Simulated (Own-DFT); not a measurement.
Simulation results for GaP (zincblende, atoms displaced)

A calculation, not a measurement: plane-wave PBE density functional theory by an unreviewed code, no spin, of a simulated periodic cell, stress positive in tension, free energy of the whole cell less one offset for each atom, forces on such cells passed a denser k mesh, this cell's mesh not checked; offsets are fitted by least squares, one for each functional and potential file, so energies compare only between cells with the same atoms and settings and are not formation energies; the far tail of each file's local potential was reset to the Coulomb form; each entry is a single point on an unrelaxed cell, so the pressure reflects the starting lattice, mostly measured values (interpolated for alloys), from which strain is counted, and rises with the displacements; printed positions are rounded, which can move forces by about a meV/angstrom; the program, named Own-DFT, is a retired in-house code; no spin-orbit coupling; before rounding, a Quantum ESPRESSO 7.3.1 run of the same cell and cutoff gave forces within 1 meV/angstrom rms on each cell, which checks the program and not the settings. Program: Own-DFT development build.

### GaP (zincblende, atoms displaced)

```xyz
96
Lattice="16.3515 0.0000 0.0000 0.0000 10.9010 0.0000 0.0000 0.0000 10.9010" Properties=species:S:1:pos:R:3 GaP
Ga     0.0102    10.8788    10.8819
Ga     0.0061     2.7391     2.7503
Ga     2.7417    10.8779     2.7399
Ga     2.7258     2.7044     0.0200
P      1.3395     1.3605     1.3607
P      1.3813     4.0800     4.1106
P      4.1157     1.3528     4.0986
P      4.1031     4.0650     1.3627
Ga     0.0128    10.8985     5.4535
Ga     0.0088     2.7557     8.1644
Ga     2.6857     0.0173     8.1957
Ga     2.6817     2.6912     5.4597
P      1.3505     1.3508     6.8378
P      1.3427     4.0772     9.5429
P      4.0750     1.3553     9.5554
P      4.1277     4.0789     6.8075
Ga     0.0180     5.4730     0.0253
Ga     0.0042     8.1588     2.7162
Ga     2.7232     5.4562     2.7221
Ga     2.6925     8.1836     0.0470
P      1.3552     6.7789     1.3925
P      1.3632     9.5530     4.0841
P      4.0887     6.8221     4.1193
P      4.1452     9.5621     1.3556
Ga     0.0020     5.4190     5.4451
Ga    16.3253     8.1815     8.1916
Ga     2.7410     5.4591     8.1911
Ga     2.7088     8.1464     5.4164
P      1.3901     6.8146     6.8105
P      1.3441     9.5377     9.5330
P      4.0760     6.8056     9.5449
P      4.0716     9.5629     6.7987
Ga     5.4847     0.0068    10.8799
Ga     5.4519     2.7176     2.7522
Ga     8.2110    10.8933     2.7443
Ga     8.1506     2.7447    10.8997
P      6.7791     1.3253     1.3508
P      6.7953     4.0723     4.0657
P      9.5041     1.3657     4.0892
P      9.5362     4.0831     1.3648
Ga     5.4782    10.8931     5.4916
Ga     5.4651     2.7322     8.1642
Ga     8.1849     0.0226     8.1847
Ga     8.1367     2.7649     5.4617
P      6.8251     1.3726     6.8340
P      6.7971     4.0907     9.5567
P      9.5275     1.3772     9.5320
P      9.5356     4.0486     6.8190
Ga     5.4825     5.4924     0.0173
Ga     5.3996     8.1584     2.6882
Ga     8.1911     5.4545     2.7241
Ga     8.1626     8.1704    10.8630
P      6.8385     6.8180     1.3619
P      6.7911     9.5357     4.0798
P      9.5535     6.7957     4.0667
P      9.5191     9.5348     1.3508
Ga     5.4688     5.4667     5.4731
Ga     5.4494     8.1834     8.1642
Ga     8.1976     5.4454     8.1646
Ga     8.2206     8.1566     5.4614
P      6.8001     6.8192     6.7932
P      6.8391     9.5829     9.5381
P      9.5292     6.8336     9.5151
P      9.5545     9.5255     6.7887
Ga    10.9081     0.0112     0.0166
Ga    10.9347     2.7224     2.7184
Ga    13.6443    10.8920     2.7209
Ga    13.6096     2.7109    10.8953
P     12.2529     1.3968     1.3468
P     12.2520     4.0676     4.0956
P     14.9478     1.3925     4.0908
P     14.9967     4.0746     1.3600
Ga    10.9094    10.8874     5.4109
Ga    10.9319     2.7229     8.1624
Ga    13.6239    10.8931     8.1664
Ga    13.6634     2.7678     5.4457
P     12.2769     1.3519     6.8267
P     12.2725     4.0889     9.5178
P     14.9878     1.3860     9.5098
P     14.9749     4.0761     6.8265
Ga    10.8635     5.4329     0.0052
Ga    10.8683     8.1931     2.7078
Ga    13.6262     5.4429     2.7363
Ga    13.6234     8.1392    10.8738
P     12.2968     6.8385     1.3575
P     12.2522     9.5447     4.0505
P     14.9315     6.7966     4.0978
P     15.0149     9.5226     1.3469
Ga    10.9157     5.4638     5.4670
Ga    10.9236     8.1916     8.1892
Ga    13.6333     5.4317     8.1868
Ga    13.6425     8.1404     5.4500
P     12.2483     6.8228     6.8588
P     12.2467     9.5314     9.5445
P     14.9861     6.8387     9.5224
P     14.9898     9.5446     6.8370
```

Here we set functional PBE, potential files PseudoDojo norm-conserving, scalar-relativistic, standard set, wave cutoff 42 hartree, occupations Fermi-Dirac, smearing width 0.1 eV and k mesh 2 x 3 x 3 centred on Gamma.

Results for GaP (zincblende, atoms displaced): free energy of cell above offsets -53.611 eV; pressure 2.7 GPa; stress xx -2.68 GPa; stress yy -2.71 GPa; stress zz -2.72 GPa; stress yz -0.2 GPa; stress xz 0 GPa; stress xy -0.06 GPa.

Force:
```tsv
element	x (eV/Å)	y (eV/Å)	z (eV/Å)
Ga	-0.261	0.406	0.02
Ga	-0.052	-0.139	-0.128
Ga	0.082	0.368	-0.25
Ga	-0.099	0.144	-0.072
P	0.209	-0.191	0.25
P	-0.126	0.07	-0.239
P	-0.331	-0.051	0.23
P	-0.043	0.376	0.052
Ga	-0.375	0.154	-0.055
Ga	-0.133	-0.245	0.104
Ga	0.466	-0.23	-0.03
Ga	0.681	0.07	0.073
P	-0.151	0.16	-0.145
P	0.364	0.256	0.105
P	0.155	0.086	-0.261
P	-0.6	0.023	-0.032
Ga	-0.387	-0.273	-0.37
Ga	-0.229	0.054	0.334
Ga	0.42	-0.323	0.236
Ga	0.359	0.062	-0.243
P	0.111	0.389	-0.058
P	-0.115	-0.34	-0.047
P	0.029	-0.319	-0.493
P	-0.732	-0.147	-0.214
Ga	-0.09	0.348	0.177
Ga	0.39	-0.072	-0.339
Ga	-0.028	-0.369	-0.161
Ga	0.086	0.508	0.354
P	-0.491	-0.077	0.115
P	0.196	-0.229	0.114
P	0.129	0.395	0.253
P	-0.21	-0.267	0.213
Ga	-0.331	0.024	-0.102
Ga	-0.106	-0.234	-0.403
Ga	-0.587	-0.059	-0.203
Ga	-0.003	-0.33	0.14
P	0.595	0.48	0.39
P	0.169	0.53	0.186
P	0.392	0.34	0.101
P	-0.022	-0.142	0.103
Ga	-0.063	0.076	-0.27
Ga	-0.181	-0.136	0.342
Ga	0.272	-0.152	-0.3
Ga	0.177	-0.363	-0.15
P	-0.004	-0.044	-0.114
P	0.147	0.241	-0.263
P	0.291	0.083	0.194
P	0.181	0.458	-0.143
Ga	-0.351	-0.364	-0.079
Ga	0.539	0.024	0.429
Ga	-0.138	-0.195	0.01
Ga	0.075	0.16	0.184
P	-0.091	0.153	0.144
P	0.293	-0.295	0.076
P	0.042	0.075	0.239
P	0.065	0.021	-0.142
Ga	-0.114	-0.272	-0.331
Ga	-0.119	0.201	0.138
Ga	-0.335	-0.056	0.032
Ga	-0.471	0.146	-0.386
P	0.447	0.015	0.34
P	-0.251	-0.535	-0.297
P	0.159	-0.212	0.117
P	0.022	0.255	0.353
Ga	-0.26	-0.005	-0.181
Ga	-0.565	-0.049	0.191
Ga	-0.13	0.116	-0.262
Ga	0.262	0.221	-0.161
P	0.296	-0.545	0.198
P	0.141	0.352	0.058
P	0.584	-0.37	0.02
P	-0.107	0.173	0.022
Ga	-0.043	0.282	0.242
Ga	-0.185	-0.194	0.14
Ga	-0.056	0.074	0.268
Ga	-0.592	-0.415	0.211
P	-0.015	0.083	-0.554
P	-0.21	0.052	0.358
P	0.051	-0.302	0.236
P	0.299	0.346	-0.087
Ga	0.417	0.345	-0.117
Ga	0.3	-0.146	-0.12
Ga	-0.209	-0.203	-0.274
Ga	0.045	0.515	0.153
P	-0.58	-0.458	0.086
P	0.28	-0.292	0.26
P	0.892	-0.05	-0.105
P	-0.306	-0.006	-0.052
Ga	-0.162	-0.204	0.025
Ga	-0.378	0.068	-0.091
Ga	-0.029	0.259	-0.049
Ga	-0.457	0.524	0.246
P	0.335	-0.173	-0.345
P	0.318	0.247	0.138
P	0.157	-0.585	0.181
P	-0.017	-0.154	-0.465
```
